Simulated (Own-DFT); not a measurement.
# Computed records: GaN (wurtzite, strained, atoms displaced), GaP (zincblende, strained, atoms displaced), GaP (zincblende, atoms displaced)

All values are calculated (Own-DFT development build). A calculation, not a measurement: plane-wave PBE density functional theory by an unreviewed code, no spin, of a simulated periodic cell, stress positive in tension, free energy of the whole cell less one offset for each atom, forces on such cells passed a denser k mesh, this cell's mesh not checked; offsets are fitted by least squares, one for each functional and potential file, so energies compare only between cells with the same atoms and settings and are not formation energies; the far tail of each file's local potential was reset to the Coulomb form; each entry is a single point on an unrelaxed cell, so the pressure reflects the starting lattice, mostly measured values (interpolated for alloys), from which strain is counted, and rises with the displacements; printed positions are rounded, which can move forces by about a meV/angstrom; the program, named Own-DFT, is a retired in-house code; no spin-orbit coupling.

Common to all runs: functional PBE.

```json
{"entry": 1, "formula": "GaN", "kind": "wurtzite, strained, atoms displaced", "structure": {"cell_angstrom": [[12.756, 0.0, 0.0], [-4.7835, 8.2853, 0.0], [0.0, 0.0, 10.6552]], "atoms_fractional": [["Ga", 0.07612, 0.21414, 0.00347], ["Ga", 0.1619, 0.11512, 0.25913], ["N", 0.0799, 0.22697, 0.19863], ["N", 0.16896, 0.10621, 0.43741], ["Ga", 0.08714, 0.22971, 0.50693], ["Ga", 0.16918, 0.10593, 0.75079], ["N", 0.08841, 0.21836, 0.68712], ["N", 0.16134, 0.11313, 0.94391], ["Ga", 0.09054, 0.56203, 0.99904], ["Ga", 0.16817, 0.45104, 0.2561], ["N", 0.08494, 0.56044, 0.19392], ["N", 0.16465, 0.43948, 0.43373], ["Ga", 0.08327, 0.55981, 0.49245], ["Ga", 0.16204, 0.4403, 0.75022], ["N", 0.08557, 0.55408, 0.69104], ["N", 0.16911, 0.44894, 0.92841], ["Ga", 0.08894, 0.89518, 0.00267], ["Ga", 0.17154, 0.78521, 0.24532], ["N", 0.08357, 0.88808, 0.19], ["N", 0.1664, 0.77437, 0.4362], ["Ga", 0.08883, 0.88976, 0.50022], ["Ga", 0.15572, 0.76794, 0.75919], ["N", 0.08894, 0.89029, 0.69349], ["N", 0.17485, 0.77942, 0.93336], ["Ga", 0.33461, 0.2304, 0.99596], ["Ga", 0.42033, 0.1181, 0.23982], ["N", 0.3361, 0.21702, 0.19109], ["N", 0.40683, 0.11233, 0.43768], ["Ga", 0.3328, 0.21802, 0.50646], ["Ga", 0.42769, 0.11746, 0.74754], ["N", 0.33856, 0.22617, 0.6892], ["N", 0.42163, 0.1178, 0.93968], ["Ga", 0.33568, 0.55314, 0.00171], ["Ga", 0.421, 0.44843, 0.25179], ["N", 0.331, 0.54888, 0.18229], ["N", 0.42206, 0.44642, 0.43037], ["Ga", 0.33358, 0.55731, 0.50729], ["Ga", 0.41704, 0.44677, 0.74716], ["N", 0.33483, 0.55533, 0.68963], ["N", 0.40666, 0.44527, 0.9369], ["Ga", 0.34721, 0.89427, 0.00189], ["Ga", 0.41952, 0.78832, 0.25241], ["N", 0.32383, 0.87844, 0.18367], ["N", 0.41659, 0.77555, 0.43153], ["Ga", 0.33644, 0.89751, 0.5057], ["Ga", 0.41365, 0.77377, 0.74986], ["N", 0.33672, 0.89492, 0.68613], ["N", 0.41183, 0.77438, 0.93965], ["Ga", 0.57975, 0.21945, 0.99397], ["Ga", 0.66224, 0.10802, 0.24073], ["N", 0.5869, 0.22481, 0.18245], ["N", 0.66232, 0.11201, 0.44081], ["Ga", 0.58268, 0.21971, 0.50041], ["Ga", 0.66575, 0.10777, 0.75349], ["N", 0.58478, 0.22921, 0.68109], ["N", 0.67572, 0.12978, 0.93913], ["Ga", 0.58078, 0.55555, 0.99275], ["Ga", 0.66197, 0.44198, 0.24891], ["N", 0.58184, 0.55434, 0.19657], ["N", 0.67275, 0.44388, 0.44029], ["Ga", 0.5861, 0.55498, 0.49683], ["Ga", 0.66905, 0.44097, 0.75045], ["N", 0.57955, 0.56423, 0.68392], ["N", 0.66433, 0.45227, 0.93706], ["Ga", 0.58235, 0.88282, 0.99368], ["Ga", 0.66366, 0.76992, 0.24409], ["N", 0.58033, 0.88384, 0.18459], ["N", 0.66454, 0.77361, 0.43672], ["Ga", 0.58751, 0.89339, 0.50581], ["Ga", 0.66602, 0.77055, 0.7465], ["N", 0.5883, 0.88325, 0.68558], ["N", 0.67251, 0.78015, 0.93782], ["Ga", 0.83317, 0.21732, 0.00908], ["Ga", 0.92077, 0.12088, 0.24524], ["N", 0.83888, 0.23346, 0.1896], ["N", 0.91887, 0.11087, 0.43111], ["Ga", 0.82712, 0.21823, 0.49609], ["Ga", 0.90812, 0.09737, 0.7513], ["N", 0.83749, 0.22242, 0.69145], ["N", 0.91175, 0.11222, 0.94338], ["Ga", 0.8329, 0.55766, 0.00237], ["Ga", 0.92349, 0.44672, 0.2397], ["N", 0.83831, 0.55008, 0.19299], ["N", 0.91608, 0.45057, 0.42973], ["Ga", 0.8296, 0.54855, 0.50412], ["Ga", 0.9165, 0.44333, 0.75222], ["N", 0.82972, 0.55379, 0.69145], ["N", 0.92074, 0.44531, 0.93573], ["Ga", 0.82952, 0.88557, 0.99401], ["Ga", 0.92222, 0.78714, 0.24779], ["N", 0.83159, 0.89498, 0.18841], ["N", 0.91004, 0.7766, 0.43711], ["Ga", 0.83105, 0.884, 0.50092], ["Ga", 0.91078, 0.77682, 0.74614], ["N", 0.82333, 0.8822, 0.69117], ["N", 0.90975, 0.77636, 0.93456]]}, "settings": {"potential_files": "PseudoDojo norm-conserving, scalar-relativistic, standard set with the stringent files for Ga", "wave_cutoff [hartree]": 96.0, "occupations": "Gaussian", "smearing_width [eV]": 0.01, "k_mesh": "3 x 4 x 3 centred on Gamma"}, "results": {"free_energy_of_cell_above_offsets [eV]": "-5.121", "pressure [GPa]": 2.12, "stress_xx [GPa]": -5.4, "stress_yy [GPa]": -4.57, "stress_zz [GPa]": 3.6, "stress_yz [GPa]": -0.17, "stress_xz [GPa]": 0.36, "stress_xy [GPa]": 0.53, "force_element": ["Ga", "Ga", "N", "N", "Ga", "Ga", "N", "N", "Ga", "Ga", "N", "N", "Ga", "Ga", "N", "N", "Ga", "Ga", "N", "N", "Ga", "Ga", "N", "N", "Ga", "Ga", "N", "N", "Ga", "Ga", "N", "N", "Ga", "Ga", "N", "N", "Ga", "Ga", "N", "N", "Ga", "Ga", "N", "N", "Ga", "Ga", "N", "N", "Ga", "Ga", "N", "N", "Ga", "Ga", "N", "N", "Ga", "Ga", "N", "N", "Ga", "Ga", "N", "N", "Ga", "Ga", "N", "N", "Ga", "Ga", "N", "N", "Ga", "Ga", "N", "N", "Ga", "Ga", "N", "N", "Ga", "Ga", "N", "N", "Ga", "Ga", "N", "N", "Ga", "Ga", "N", "N", "Ga", "Ga", "N", "N"], "force_x [eV/angstrom]": [-0.068, 1.222, 1.627, -0.829, -0.287, -0.171, -1.001, 1.305, -0.273, 0.518, 1.159, 0.337, -0.093, 0.715, -0.92, 0.062, -0.316, -1.471, 0.027, 0.365, -1.057, 1.557, -1.371, -0.662, -0.186, 0.192, -2.016, 2.695, -0.83, -1.569, -0.127, -1.078, -2.414, -1.4, 0.095, -0.938, 0.455, 0.009, -0.814, 2.803, -2.426, -0.238, 2.456, -0.197, 0.085, 0.014, 0.007, 1.978, 0.985, 1.115, -0.552, 0.449, -1.212, 0.557, 1.252, -0.599, -0.543, 1.83, 0.575, -1.67, -0.306, -1.417, 1.358, 0.795, -0.145, 0.267, 0.207, -0.098, -0.238, -0.962, -1.613, -2.141, -0.267, -1.222, -0.698, -0.539, 1.482, 0.7, -0.892, 0.883, 0.608, -0.907, -2.189, 0.562, 0.979, 0.355, 0.885, -0.535, 1.117, -1.131, 0.497, 1.634, -0.451, 1.029, 1.797, 1.476], "force_y [eV/angstrom]": [1.731, -0.088, 0.424, 0.811, -1.497, 0.906, -0.334, -0.067, -0.697, -0.031, 0.367, 1.103, -1.082, -0.134, 0.057, -0.855, -1.085, -1.138, 1.055, 1.131, -0.757, 0.591, -0.734, 0.935, -1.187, -1.41, 1.225, -0.254, 1.454, -0.825, -0.47, -0.723, 0.367, -1.033, 0.831, -0.462, -0.169, -0.165, -0.113, -0.018, 0.068, -1.685, 2.182, 0.714, -1.086, 0.653, -0.489, 0.087, 1.778, 0.331, -0.343, -0.657, 0.448, 0.461, -0.63, -2.231, 0.039, 0.553, -0.324, -0.785, -0.166, 0.885, -2.05, -1.13, 0.838, 1.642, 0.599, 0.757, -1.056, 0.26, 0.892, -0.907, 1.782, -1.534, -2.083, 0.073, 0.915, 1.717, -0.403, -0.818, -0.344, 0.544, 1.266, -0.933, 1.2, -0.042, 0.202, 0.164, 0.94, -1.346, -0.468, -0.133, 0.921, 0.115, 0.622, 0.338], "force_z [eV/angstrom]": [0.267, -0.962, -1.86, 0.978, -1.048, 0.54, 0.597, -0.909, 0.276, -0.996, -1.489, 1.42, 0.852, -0.135, -1.236, 1.811, -0.194, 1.483, -0.604, -0.201, 0.102, -1.269, -0.924, 1.722, 1.264, 1.489, -1.267, -0.833, -0.766, 0.471, 0.456, -0.957, 0.454, -0.195, 0.907, 1.836, -1.495, 0.302, -0.301, -1.066, -0.076, -0.418, -0.392, 1.504, -1.028, -0.103, 0.877, -1.078, 0.895, 1.093, -0.129, -1.165, -0.765, -0.555, 0.904, -0.486, 1.031, 0.667, -2.25, -0.682, 0.09, 0.205, 0.043, -0.272, 0.496, 1.341, -0.604, -0.22, -1.337, 1.105, 1.111, -0.857, -0.686, 1.378, -0.367, 1.305, 0.064, 0.254, -0.787, -1.014, 0.208, 1.885, -1.24, 0.893, -0.621, 0.096, -0.602, 0.85, 1.773, 0.628, -0.813, 0.432, -0.731, 0.641, -1.038, 0.028]}}
{"entry": 2, "formula": "GaP", "kind": "zincblende, strained, atoms displaced", "structure": {"cell_angstrom": [[10.862, 0.0, 0.0], [0.0, 10.862, 0.0], [0.0, 0.0, 10.9361]], "atoms_fractional": [["Ga", 0.00269, 0.00408, 0.0122], ["Ga", 0.99433, 0.25261, 0.2564], ["Ga", 0.25276, 0.00547, 0.25055], ["Ga", 0.2468, 0.24545, 0.00764], ["P", 0.11758, 0.12254, 0.12474], ["P", 0.13278, 0.37625, 0.37288], ["P", 0.3756, 0.11843, 0.37865], ["P", 0.37523, 0.3713, 0.13087], ["Ga", 0.99955, 0.00329, 0.49881], ["Ga", 0.99925, 0.25342, 0.74777], ["Ga", 0.25308, 0.00551, 0.74282], ["Ga", 0.25863, 0.25238, 0.49594], ["P", 0.13067, 0.12067, 0.62901], ["P", 0.12547, 0.37495, 0.87919], ["P", 0.37284, 0.1204, 0.86981], ["P", 0.37366, 0.37764, 0.61595], ["Ga", 0.99854, 0.49832, 0.99861], ["Ga", 0.99704, 0.75347, 0.25434], ["Ga", 0.25754, 0.50147, 0.24622], ["Ga", 0.24947, 0.74865, 0.00635], ["P", 0.12085, 0.62228, 0.12362], ["P", 0.12243, 0.87554, 0.37434], ["P", 0.38276, 0.62556, 0.38174], ["P", 0.37572, 0.87261, 0.13263], ["Ga", 0.00181, 0.50339, 0.50008], ["Ga", 0.99994, 0.75584, 0.74646], ["Ga", 0.25076, 0.50118, 0.739], ["Ga", 0.24583, 0.75138, 0.50235], ["P", 0.12284, 0.62977, 0.62587], ["P", 0.12185, 0.87752, 0.87314], ["P", 0.37393, 0.6307, 0.87891], ["P", 0.37029, 0.87959, 0.62614], ["Ga", 0.50122, 0.0031, 0.00462], ["Ga", 0.49691, 0.25061, 0.25721], ["Ga", 0.74842, 0.00068, 0.25139], ["Ga", 0.74899, 0.24504, 0.99885], ["P", 0.62542, 0.1232, 0.13067], ["P", 0.61654, 0.37932, 0.36904], ["P", 0.86211, 0.12666, 0.38268], ["P", 0.87521, 0.36319, 0.12327], ["Ga", 0.51067, 0.99938, 0.49992], ["Ga", 0.49541, 0.24853, 0.75128], ["Ga", 0.75447, 0.98923, 0.74677], ["Ga", 0.74255, 0.24864, 0.5009], ["P", 0.6211, 0.12226, 0.62139], ["P", 0.62311, 0.36955, 0.87487], ["P", 0.88573, 0.12302, 0.87759], ["P", 0.86999, 0.37233, 0.61794], ["Ga", 0.50073, 0.50206, 0.00827], ["Ga", 0.49244, 0.75006, 0.25317], ["Ga", 0.7513, 0.49806, 0.24642], ["Ga", 0.75204, 0.7513, 0.00059], ["P", 0.62388, 0.63582, 0.12454], ["P", 0.62426, 0.87701, 0.37368], ["P", 0.87307, 0.62811, 0.37352], ["P", 0.87256, 0.88365, 0.12433], ["Ga", 0.49537, 0.50224, 0.49813], ["Ga", 0.50107, 0.74778, 0.74623], ["Ga", 0.75294, 0.49657, 0.7477], ["Ga", 0.75446, 0.74972, 0.50173], ["P", 0.62931, 0.63091, 0.6267], ["P", 0.62876, 0.87167, 0.87438], ["P", 0.86885, 0.62184, 0.87312], ["P", 0.86836, 0.87639, 0.62312]]}, "settings": {"potential_files": "PseudoDojo norm-conserving, scalar-relativistic, standard set", "wave_cutoff [hartree]": 42.0, "occupations": "Fermi-Dirac", "smearing_width [eV]": 0.1, "hardware": "one NVIDIA H100", "k_mesh": "3 x 3 x 3 centred on Gamma"}, "results": {"free_energy_of_cell_above_offsets [eV]": "-33.766", "pressure [GPa]": 3.47, "stress_xx [GPa]": -3.6, "stress_yy [GPa]": -3.67, "stress_zz [GPa]": -3.14, "stress_yz [GPa]": -0.57, "stress_xz [GPa]": -0.26, "stress_xy [GPa]": -0.13, "force_element": ["Ga", "Ga", "Ga", "Ga", "P", "P", "P", "P", "Ga", "Ga", "Ga", "Ga", "P", "P", "P", "P", "Ga", "Ga", "Ga", "Ga", "P", "P", "P", "P", "Ga", "Ga", "Ga", "Ga", "P", "P", "P", "P", "Ga", "Ga", "Ga", "Ga", "P", "P", "P", "P", "Ga", "Ga", "Ga", "Ga", "P", "P", "P", "P", "Ga", "Ga", "Ga", "Ga", "P", "P", "P", "P", "Ga", "Ga", "Ga", "Ga", "P", "P", "P", "P"], "force_x [eV/angstrom]": [-0.442, 0.381, -0.638, 0.267, 1.201, -0.66, 0.444, 0.169, -0.097, 0.305, -0.379, -1.018, -0.973, 0.399, 0.096, 0.521, -0.363, 0.032, -0.51, -0.451, 0.114, 0.349, -1.744, -0.488, -0.066, -0.543, -0.075, 0.434, -0.15, 0.561, 0.19, 1.059, 0.029, -0.042, -0.023, -0.022, -0.366, 0.972, 1.318, -0.223, -1.297, 0.142, -0.671, -0.715, 0.617, 0.015, -1.113, 0.645, -0.059, 1.028, -0.182, 0.117, 0.169, 0.342, 0.121, 0.136, 1.465, -0.423, -0.688, -0.738, -0.359, -0.65, 0.918, 1.614], "force_y [eV/angstrom]": [-1.096, -0.526, -0.533, 0.168, 1.031, 0.121, 0.47, -0.068, -0.04, -0.213, -1.097, -0.759, 1.521, 0.084, 0.539, -0.223, -0.095, -0.046, 0.471, 0.506, 0.297, 0.358, 0.543, 0.674, -0.302, -0.248, 0.092, 0.207, -0.33, 0.208, -0.924, -0.686, -0.608, -0.738, -0.079, -0.444, 0.651, 0.023, -0.202, 1.321, -0.563, 0.127, 1.606, 0.677, 0.471, 0.636, -0.099, 0.273, -0.133, 0.098, 0.204, 0.164, -0.872, -0.858, -0.651, -1.008, -0.063, 0.587, -0.132, 0.163, -1.133, 0.452, 0.384, -0.358], "force_z [eV/angstrom]": [-1.856, 0.353, -0.135, -0.767, 1.695, 0.132, -0.021, -0.749, 0.291, 0.14, 1.211, 0.107, -1.282, -0.811, 1.262, 1.109, -0.01, -0.828, 0.48, -0.526, 0.639, 0.04, -0.725, -0.856, -0.353, 0.603, 1.387, -0.312, -0.129, 0.586, -0.538, -0.619, -0.475, -0.454, 0.165, -0.314, -0.259, 0.861, -0.729, -0.026, -0.065, -0.451, 1.097, -0.183, 1.37, 0.125, -0.513, 0.277, -0.737, 0.278, -0.29, -0.207, 0.536, -0.001, 0.08, 0.424, 0.699, 0.565, 0.097, -0.597, -0.443, 0.116, 0.171, -0.636], "wall_time [s]": 502.7}}
{"entry": 3, "formula": "GaP", "kind": "zincblende, atoms displaced", "structure": {"cell_angstrom": [[10.901, 0.0, 0.0], [0.0, 10.901, 0.0], [0.0, 0.0, 10.901]], "atoms_fractional": [["Ga", 0.97545, 0.00305, 0.99509], ["Ga", 0.99236, 0.25146, 0.24348], ["Ga", 0.23868, 0.00466, 0.23971], ["Ga", 0.25815, 0.25086, 0.01415], ["P", 0.12075, 0.13094, 0.13383], ["P", 0.11497, 0.37612, 0.37873], ["P", 0.35785, 0.13036, 0.36411], ["P", 0.38586, 0.38303, 0.12208], ["Ga", 0.99708, 0.99927, 0.5148], ["Ga", 0.99132, 0.25669, 0.76991], ["Ga", 0.25465, 0.99207, 0.74433], ["Ga", 0.24373, 0.25466, 0.49313], ["P", 0.11742, 0.12213, 0.61732], ["P", 0.13129, 0.36121, 0.88865], ["P", 0.38321, 0.10794, 0.87897], ["P", 0.37739, 0.37863, 0.6305], ["Ga", 0.99708, 0.49306, 0.00051], ["Ga", 0.9781, 0.74332, 0.23993], ["Ga", 0.25819, 0.50848, 0.25862], ["Ga", 0.23806, 0.75888, 0.99447], ["P", 0.11781, 0.62275, 0.13539], ["P", 0.14967, 0.88973, 0.37052], ["P", 0.38764, 0.64785, 0.38373], ["P", 0.37935, 0.8879, 0.1133], ["Ga", 0.00704, 0.51178, 0.48985], ["Ga", 0.00397, 0.73789, 0.76013], ["Ga", 0.26037, 0.51814, 0.75212], ["Ga", 0.24262, 0.74275, 0.49586], ["P", 0.12036, 0.6242, 0.61811], ["P", 0.11695, 0.88493, 0.87927], ["P", 0.36259, 0.62006, 0.88322], ["P", 0.37859, 0.89246, 0.62393], ["Ga", 0.50619, 0.98557, 0.99215], ["Ga", 0.49739, 0.25613, 0.24115], ["Ga", 0.74576, 0.99281, 0.23524], ["Ga", 0.74205, 0.24875, 0.99792], ["P", 0.62076, 0.13505, 0.12181], ["P", 0.62521, 0.3637, 0.37899], ["P", 0.87441, 0.12881, 0.37098], ["P", 0.88735, 0.37307, 0.14235], ["Ga", 0.50806, 0.99905, 0.49292], ["Ga", 0.49736, 0.24181, 0.75894], ["Ga", 0.74699, 0.00129, 0.76263], ["Ga", 0.76519, 0.25651, 0.50463], ["P", 0.62109, 0.12569, 0.6156], ["P", 0.64305, 0.36981, 0.88563], ["P", 0.86363, 0.11882, 0.88739], ["P", 0.88064, 0.36859, 0.62816], ["Ga", 0.4967, 0.49841, 0.00871], ["Ga", 0.51276, 0.744, 0.25222], ["Ga", 0.7449, 0.50083, 0.2568], ["Ga", 0.75195, 0.75145, 0.00969], ["P", 0.61604, 0.62851, 0.1267], ["P", 0.62981, 0.86288, 0.3771], ["P", 0.8868, 0.63301, 0.37531], ["P", 0.88461, 0.87963, 0.1339], ["Ga", 0.5121, 0.51037, 0.49343], ["Ga", 0.508, 0.753, 0.73866], ["Ga", 0.75756, 0.50996, 0.77143], ["Ga", 0.75562, 0.75298, 0.49126], ["P", 0.60794, 0.63435, 0.63656], ["P", 0.6305, 0.90049, 0.87841], ["P", 0.87196, 0.64015, 0.87495], ["P", 0.87349, 0.87352, 0.61659]]}, "settings": {"potential_files": "PseudoDojo norm-conserving, scalar-relativistic, standard set", "wave_cutoff [hartree]": 42.0, "occupations": "Fermi-Dirac", "smearing_width [eV]": 0.1, "hardware": "one NVIDIA H100", "k_mesh": "3 x 3 x 3 centred on Gamma"}, "results": {"free_energy_of_cell_above_offsets [eV]": "-24.023", "pressure [GPa]": 5.41, "stress_xx [GPa]": -5.27, "stress_yy [GPa]": -5.41, "stress_zz [GPa]": -5.54, "stress_yz [GPa]": 0.64, "stress_xz [GPa]": 0.79, "stress_xy [GPa]": 0.77, "force_element": ["Ga", "Ga", "Ga", "Ga", "P", "P", "P", "P", "Ga", "Ga", "Ga", "Ga", "P", "P", "P", "P", "Ga", "Ga", "Ga", "Ga", "P", "P", "P", "P", "Ga", "Ga", "Ga", "Ga", "P", "P", "P", "P", "Ga", "Ga", "Ga", "Ga", "P", "P", "P", "P", "Ga", "Ga", "Ga", "Ga", "P", "P", "P", "P", "Ga", "Ga", "Ga", "Ga", "P", "P", "P", "P", "Ga", "Ga", "Ga", "Ga", "P", "P", "P", "P"], "force_x [eV/angstrom]": [3.129, 1.834, 2.067, 0.189, -0.649, 1.172, 1.979, -2.074, 0.206, 0.868, -1.522, 0.226, 1.12, -0.189, -1.436, 0.005, 0.484, 3.486, -0.241, 0.461, 0.554, -3.307, -0.694, -0.919, -0.708, 0.599, -1.641, 0.515, 0.751, -0.191, 2.16, 0.487, -1.151, -0.235, -0.612, 2.135, -0.164, 0.224, -0.158, -3.43, -0.989, 0.37, 1.165, -1.294, 1.141, -2.899, -0.357, 0.274, 1.336, -1.667, 0.451, -0.546, 1.796, -0.276, -2.54, -1.573, -0.872, -3.116, -1.089, -0.04, 4.579, 0.705, 0.407, -0.297], "force_y [eV/angstrom]": [-0.602, -1.613, 0.271, -1.225, -0.111, 0.171, -0.023, -0.538, -0.037, -1.343, 1.658, -0.03, 1.369, 1.754, 1.586, 0.037, 0.278, 0.512, -0.158, -0.501, 0.363, -2.327, -2.23, -1.917, -1.541, 2.11, -2.602, 2.076, 0.256, -0.252, 2.197, -2.672, 2.761, -0.843, 1.41, -0.656, -1.71, 1.26, -1.119, 2.268, 0.589, 0.53, 1.123, -1.324, 0.515, 2.163, 2.178, 2.568, 0.815, 2.12, -0.344, 1.145, -1.071, 1.809, -1.14, 0.047, -1.073, 3.406, -1.146, -0.93, -3.075, -5.47, -1.203, -0.515], "force_z [eV/angstrom]": [1.489, 2.538, -0.84, -0.444, -1.976, -1.183, 0.146, 1.567, -2.616, -0.797, 0.736, 1.176, 2.255, -1.054, 0.012, -0.516, 0.316, 0.686, 0.307, 1.375, -1.188, 1.659, -0.528, 1.653, 0.953, -1.682, -1.595, 0.445, 1.545, -0.897, 0.907, -0.876, 2.117, 1.369, 1.614, 2.558, 0.086, -0.009, 0.245, -2.997, -0.704, -0.68, -3.616, -0.533, 1.061, -1.793, -1.837, 0.816, -2.161, -0.399, -0.01, -0.214, -0.791, -1.171, 0.582, -1.514, 0.619, 3.219, -2.234, 1.554, -2.468, -0.494, 1.95, 2.258], "wall_time [s]": 582.3}}
```
